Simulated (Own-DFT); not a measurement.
## Calculated data, SiGe₃ (diamond lattice with Si and Ge gathered in clusters, atoms displaced)

A calculation, not a measurement: plane-wave density functional theory by an unreviewed code, no spin, of a simulated periodic cell, stress positive in tension, run twice, with PBE and with PBEsol, both on files made for PBE, so the change isn't that of files made for PBEsol; forces on such cells passed a denser k mesh, this cell's mesh not checked; the far tail of each file's local potential was reset to the Coulomb form; each entry is a single point on an unrelaxed cell, so the pressure reflects the starting lattice, mostly measured values (interpolated for alloys), from which strain is counted, and rises with the displacements; printed positions are rounded, which can move forces by about a meV/angstrom; the program, named Own-DFT, is a retired in-house code; no spin-orbit coupling; stress was not checked against mesh or cutoff. Program: Own-DFT development build.

Common to all runs: functional PBE, then PBEsol; potential files PseudoDojo norm-conserving, scalar-relativistic, standard set; wave cutoff 42 hartree; occupations Fermi-Dirac; smearing width 0.1 eV; k mesh 3 x 3 x 3 centred on Gamma.

(1) 
```xyz
64
Lattice="11.2025 0.0000 0.0000 0.0000 11.2025 0.0000 0.0000 0.0000 11.2025" Properties=species:S:1:pos:R:3:PBE_force_x:R:1:PBE_force_y:R:1:PBE_force_z:R:1:PBEsol_force_x:R:1:PBEsol_force_y:R:1:PBEsol_force_z:R:1 formula=SiGe3 PBE_pressure=3.39 PBE_stress_xx=-3.41 PBE_stress_yy=-3.38 PBE_stress_zz=-3.4 PBE_stress_yz=-0.26 PBE_stress_xz=0.56 PBE_stress_xy=-0.05 PBEsol_pressure=0.69 PBEsol_stress_xx=-0.7 PBEsol_stress_yy=-0.67 PBEsol_stress_zz=-0.69 PBEsol_stress_yz=-0.24 PBEsol_stress_xz=0.52 PBEsol_stress_xy=-0.04 rms_change_of_force_components_from_PBE_to_PBEsol=0.039
Ge    11.1946     0.0284    11.1967     -0.196      0.028     -0.186      -0.15     -0.014     -0.138
Si    11.1725     2.7876     2.7798      0.404      0.338      0.086      0.396      0.328      0.083
Ge     2.8198    11.1666     2.8158     -0.068      0.648     -0.057     -0.068      0.621     -0.063
Ge     2.7830     2.8036    11.1335     -0.209      0.735      0.328     -0.162      0.664      0.354
Ge     1.4243     1.4225     1.3877     -0.297     -0.034      0.367     -0.258      -0.07      0.318
Ge     1.4009     4.2100     4.2246     -0.564     -0.624     -0.103     -0.507     -0.566     -0.143
Ge     4.2503     1.4464     4.1907     -1.679     -0.731      1.023     -1.578     -0.738      0.952
Ge     4.2142     4.1971     1.4095      0.064     -0.164     -0.229      0.059     -0.159     -0.215
Ge     0.0420    11.1869     5.5772     -0.078      1.071      0.244     -0.109      0.987        0.2
Si    11.1973     2.8602     8.3552     -0.049     -1.012      0.537      -0.04     -1.011      0.532
Ge     2.8495     0.0156     8.4132     -0.744      0.048     -0.243     -0.682      0.007       -0.2
Si     2.7904     2.8227     5.5991     -0.045     -0.567      0.301     -0.001     -0.512      0.251
Si     1.4438     1.3842     7.0097     -0.288      0.665     -0.144     -0.281      0.571     -0.135
Si     1.3716     4.2121     9.7702     -0.366      0.365      0.042     -0.322      0.322      0.093
Ge     4.1878     1.4387     9.7798      0.966     -0.272      0.143      0.892     -0.298       0.17
Ge     4.1650     4.2072     7.0299       0.17     -0.767     -0.077       0.21     -0.711     -0.116
Si     0.0056     5.6467     0.0410      0.008     -0.924     -0.922     -0.028     -0.864      -0.86
Ge     0.0402     8.4048     2.8150     -0.519     -0.681     -0.795     -0.504     -0.647     -0.767
Ge     2.8285     5.5712     2.8588     -0.184      0.302      -0.68     -0.173      0.294     -0.663
Ge     2.8550     8.3487     0.0159     -0.955      0.799     -0.021     -0.916      0.771     -0.018
Ge     1.4213     6.9696     1.3471      0.065     -0.067      0.915      0.107     -0.017      0.927
Ge     1.3438     9.8059     4.1461      0.986     -0.077      0.682      0.951     -0.077       0.66
Ge     4.2353     7.0335     4.1669     -0.145     -0.555      0.718     -0.143      -0.54      0.694
Ge     4.1804     9.7658     1.4091      0.596      0.067      0.126      0.577      0.061       0.12
Si     0.0016     5.5753     5.5772     -0.626     -0.229      0.953     -0.575      -0.19      0.896
Si    11.1624     8.3983     8.3635      0.632      0.091      0.342      0.621      0.092      0.332
Si     2.7745     5.5331     8.3607     -0.283      0.863      1.014     -0.228      0.887      0.944
Ge     2.7867     8.3818     5.5831     -0.105      0.379     -0.282     -0.099      0.368     -0.267
Ge     1.4037     7.0018     6.9903     -0.526     -0.581      0.213     -0.473     -0.525      0.166
Ge     1.4190     9.8020     9.8068     -0.368     -0.409     -0.267     -0.323     -0.362     -0.228
Ge     4.1796     7.0486     9.8293      0.133      -1.35     -1.256      0.159     -1.271     -1.181
Ge     4.1580     9.7838     7.0131      0.252      0.418     -0.716      0.246      0.401     -0.686
Ge     5.6247    11.1698     0.0166      -0.52      0.397     -0.238     -0.499      0.383     -0.226
Ge     5.5697     2.7090     2.8421      0.991      1.781     -0.833      0.957      1.713     -0.811
Ge     8.4172     0.0232     2.7892     -0.386     -0.059     -0.222     -0.372     -0.063     -0.212
Si     8.3840     2.8120    11.1729      0.036     -0.225      -0.05     -0.013     -0.175          0
Ge     6.9695     1.4410     1.3841      0.681     -0.201     -0.166       0.62     -0.232     -0.118
Ge     7.0449     4.2110     4.2167      -0.37     -0.548      0.015     -0.394     -0.499     -0.018
Ge     9.7658     1.4387     4.1836      0.557      -0.02      0.314      0.535     -0.095      0.292
Ge     9.7761     4.2004     1.3801      0.679     -0.456     -0.499      0.617     -0.398     -0.439
Ge     5.5951     0.0231     5.5693      0.017     -0.427      0.624      0.016     -0.411      0.597
Si     5.6067     2.8038     8.4026     -0.306      0.059     -0.211     -0.302      0.058     -0.207
Si     8.4310    11.1862     8.4303     -0.047      0.438     -0.084      -0.09      0.379     -0.127
Si     8.3835     2.7678     5.5859      0.256       0.54      0.631      0.207      0.484      0.571
Ge     6.9969     1.4234     7.0220      0.332     -0.328      0.127      0.287     -0.353      0.086
Ge     6.9872     4.1786     9.7640      0.309      0.127      0.154      0.265      0.163      0.189
Si     9.7387     1.3927     9.8248      0.553      0.554     -0.597      0.593       0.51     -0.548
Si     9.7400     4.1358     7.0462      0.123      0.903     -0.657      0.107      0.899     -0.653
Ge     5.6314     5.6361    11.1792       -0.3     -0.378      0.182     -0.294     -0.362      0.184
Ge     5.6431     8.3681     2.8111     -0.303      0.621      -0.24     -0.295      0.596     -0.231
Ge     8.4337     5.5767     2.7718     -0.302      0.314      0.344     -0.296      0.308      0.332
Ge     8.3695     8.3622     0.0567      0.655      0.385     -0.373       0.63      0.378     -0.358
Ge     6.9987     6.9989     1.4328      0.098      -0.55     -0.115      0.099     -0.528     -0.116
Ge     7.0031     9.7974     4.1826     -0.044      0.579     -0.146     -0.038      0.556     -0.139
Ge     9.8185     6.9782     4.1919      0.165      0.023      0.324      0.128       0.06      0.271
Ge     9.8170     9.8039     1.4187      0.017     -0.094      -0.17      0.016     -0.088      -0.16
Ge     5.5860     5.5635     5.6379      0.043      0.331     -0.465      0.044      0.331     -0.452
Ge     5.5538     8.3875     8.3438      0.452      0.459      0.927      0.431       0.44      0.894
Si     8.4101     5.6206     8.4823     -0.082     -0.317     -1.155     -0.119      -0.27     -1.088
Ge     8.3993     8.4623     5.5656      0.268     -0.638      0.483      0.252     -0.615      0.458
Ge     6.9573     7.0275     6.9890      1.076     -0.553      0.223      0.998     -0.503       0.19
Ge     7.0434     9.8061     9.8316     -0.233     -0.311     -0.759     -0.263     -0.333      -0.69
Ge     9.8254     7.0035     9.8048      0.086       0.02      0.151      0.045      0.054      0.187
Ge     9.8481     9.8432     6.9891     -0.482     -0.197      0.424     -0.467     -0.191      0.333
```

Units: PBE_pressure, PBE_stress_xx, PBE_stress_yy, PBE_stress_zz, PBE_stress_yz, PBE_stress_xz, PBE_stress_xy, PBEsol_pressure, PBEsol_stress_xx, PBEsol_stress_yy, PBEsol_stress_zz, PBEsol_stress_yz, PBEsol_stress_xz, PBEsol_stress_xy in GPa; rms_change_of_force_components_from_PBE_to_PBEsol, PBE_force_x, PBE_force_y, PBE_force_z, PBEsol_force_x, PBEsol_force_y, PBEsol_force_z in eV/Å.

(2) 
```xyz
64
Lattice="11.2025 0.0000 0.0000 0.0000 11.2025 0.0000 0.0000 0.0000 11.2025" Properties=species:S:1:pos:R:3:PBE_force_x:R:1:PBE_force_y:R:1:PBE_force_z:R:1:PBEsol_force_x:R:1:PBEsol_force_y:R:1:PBEsol_force_z:R:1 formula=SiGe3 PBE_pressure=3.34 PBE_stress_xx=-3.36 PBE_stress_yy=-3.35 PBE_stress_zz=-3.31 PBE_stress_yz=0.2 PBE_stress_xz=-0.16 PBE_stress_xy=0.11 PBEsol_pressure=0.63 PBEsol_stress_xx=-0.65 PBEsol_stress_yy=-0.64 PBEsol_stress_zz=-0.61 PBEsol_stress_yz=0.19 PBEsol_stress_xz=-0.15 PBEsol_stress_xy=0.1 rms_change_of_force_components_from_PBE_to_PBEsol=0.038
Ge    11.1880    11.1821     0.0202      0.388       0.47     -0.324      0.371       0.45      -0.31
Ge    11.1632     2.8043     2.8201      0.153      0.284      0.056      0.155      0.266      0.049
Ge     2.7781     0.0669     2.7751      0.367      -1.09      0.883      0.384     -1.015      0.817
Ge     2.8104     2.7686    11.1971      -0.28     -0.089      0.423     -0.272     -0.083      0.407
Ge     1.3840     1.4047     1.4643     -0.427      0.379     -0.943     -0.405      0.361     -0.911
Ge     1.4193     4.2125     4.2038     -0.123      0.105       0.37     -0.159      0.064      0.327
Ge     4.2380     1.3949     4.1942     -0.275     -0.038      0.848     -0.266     -0.025      0.746
Ge     4.1896     4.1893     1.3699     -0.236      0.428      0.754     -0.189      0.379      0.699
Ge    11.1467    11.1540     5.5944      1.516      0.479     -0.563      1.422      0.495      -0.51
Ge    11.1682     2.8011     8.4139      0.571      0.202      0.055      0.548      0.187      0.059
Ge     2.8000    11.1790     8.3647     -0.147     -0.464      0.343     -0.181     -0.401      0.379
Si     2.8061     2.8113     5.6015     -0.038     -0.395     -0.027     -0.036     -0.389     -0.028
Ge     1.3990     1.4016     7.0332      -0.12      0.168     -0.873     -0.147      0.131     -0.806
Ge     1.4318     4.1753     9.8494     -0.289      0.349     -0.727     -0.317      0.303     -0.669
Ge     4.1438     1.3444     9.8219      0.648      0.381     -0.593      0.626      0.368     -0.567
Ge     4.1807     4.1655     7.0231     -0.141      0.737     -0.383     -0.094      0.676     -0.334
Ge    11.1766     5.5980    11.1657       0.91      0.358      0.406      0.875      0.341      0.395
Ge     0.0118     8.4084     2.8252     -0.022      0.176     -0.082      -0.06      0.136     -0.123
Si     2.8105     5.6095     2.8613      0.394      0.152     -0.502      0.335      0.102     -0.536
Si     2.7825     8.4502    11.1836      0.712     -0.688      0.499      0.694     -0.669      0.489
Ge     1.4346     7.0188     1.4220      0.199     -0.268     -0.234      0.122     -0.254     -0.226
Si     1.4064     9.8074     4.1620      0.398     -0.058       0.74      0.349     -0.021      0.684
Si     4.2386     6.9828     4.1969     -0.163      0.137      0.389     -0.157      0.136      0.385
Ge     4.2242     9.8019     1.4431     -0.476      -0.34      -0.34     -0.465     -0.253     -0.343
Si    11.1968     5.6242     5.5774      0.353      0.143      0.485      0.304      0.101      0.433
Si    11.1913     8.3524     8.3714      0.757      0.528     -0.275      0.696      0.562     -0.224
Si     2.7769     5.5810     8.4210     -0.078      0.222     -0.388     -0.036      0.172     -0.334
Si     2.8333     8.4113     5.6265     -0.149     -0.053     -0.503      -0.15     -0.049     -0.504
Si     1.4335     7.0162     7.0007     -0.257     -0.369     -0.114      -0.25     -0.366     -0.114
Ge     1.3976     9.7607     9.8380     -0.411      0.022      -0.81     -0.409      0.093     -0.786
Ge     4.1917     6.9975     9.7677      0.001      0.368       0.23      0.032      0.329      0.259
Si     4.1847     9.7624     7.0556       0.56       0.42     -1.103      0.504      0.473     -1.048
Ge     5.5762     0.0406     0.0394       0.42     -0.187      0.051      0.403     -0.181      0.048
Ge     5.5980     2.7952     2.7957     -0.287      0.256     -0.065     -0.269      0.242     -0.064
Ge     8.4280    11.1834     2.8019     -0.414     -0.069     -0.006     -0.396     -0.061     -0.008
Ge     8.4627     2.8387     0.0163     -0.859     -0.608     -0.228     -0.827     -0.585     -0.224
Ge     7.0166     1.4346     1.4498      0.313     -0.192     -0.505      0.297     -0.184     -0.485
Ge     6.9773     4.1617     4.1973      0.131      0.931       0.05      0.158      0.856      0.015
Ge     9.7838     1.3743     4.2096      0.105      0.049     -0.058      0.096      0.046     -0.054
Ge     9.8132     4.2184     1.3469      0.291      0.118      0.631      0.271      0.114      0.602
Si     5.6559     0.0027     5.6144      -0.98      -0.77      0.101     -0.923     -0.717      0.064
Ge     5.6248     2.7812     8.3654      -0.56     -0.259      0.663     -0.538     -0.246      0.635
Ge     8.4434     0.0752     8.4319     -0.479     -0.722     -0.721     -0.463     -0.692     -0.691
Ge     8.3903     2.7705     5.5704      0.196      0.408      0.169      0.185      0.388      0.164
Ge     6.9941     1.4115     6.9601      0.198      -0.46      0.187      0.234     -0.396       0.22
Ge     7.0162     4.1701     9.7848     -0.182      0.146      0.393     -0.164      0.145      0.381
Ge     9.7971     1.4161     9.8049      0.466      0.071      0.579      0.447      0.073      0.556
Ge     9.8017     4.1937     6.9919      0.215      0.291     -0.582      0.172      0.246     -0.524
Ge     5.6403     5.6053     0.0536     -0.486     -0.169     -0.967     -0.469     -0.169     -0.933
Si     5.5910     8.3889     2.8016     -0.155     -0.262      0.428     -0.105     -0.209      0.374
Ge     8.4062     5.6121     2.7224      -0.04      -0.45      0.966      -0.04     -0.431      0.927
Ge     8.3588     8.4139     0.0110      0.258     -0.028     -0.216      0.258     -0.021     -0.205
Ge     6.9860     6.9933     1.4249      -0.16      0.739      0.084     -0.115       0.67       0.04
Ge     7.0015     9.7611     4.2033      -0.16      0.035      0.187     -0.115      0.069      0.148
Ge     9.7661     7.0088     4.2036      0.046     -0.002      0.388      0.047     -0.001      0.304
Ge     9.8032     9.8193     1.3750     -0.094     -0.556      0.414     -0.092     -0.533      0.403
Si     5.6109     5.5957     5.6168     -0.343      0.046     -0.214     -0.291          0     -0.166
Si     5.5844     8.4472     8.3680      0.109     -0.192      0.481      0.162      -0.24      0.525
Ge     8.4075     5.5651     8.4120      0.192      0.705      0.072      0.182      0.672       0.07
Si     8.3639     8.3877     5.6275      0.341      0.087     -0.021      0.334      0.088     -0.025
Ge     6.9821     7.0107     7.0192     -0.134          0     -0.118     -0.093     -0.036     -0.083
Ge     7.0003     9.8590     9.8036     -0.416     -0.285      -0.34     -0.368     -0.245     -0.292
Ge     9.8628     7.0567     9.8055     -0.887     -0.259     -0.316     -0.897       -0.3     -0.259
Ge     9.8359     9.8205     6.9725     -0.938     -1.071      0.819     -0.904     -0.962      0.783
```

Units: PBE_pressure, PBE_stress_xx, PBE_stress_yy, PBE_stress_zz, PBE_stress_yz, PBE_stress_xz, PBE_stress_xy, PBEsol_pressure, PBEsol_stress_xx, PBEsol_stress_yy, PBEsol_stress_zz, PBEsol_stress_yz, PBEsol_stress_xz, PBEsol_stress_xy in GPa; rms_change_of_force_components_from_PBE_to_PBEsol, PBE_force_x, PBE_force_y, PBE_force_z, PBEsol_force_x, PBEsol_force_y, PBEsol_force_z in eV/Å.
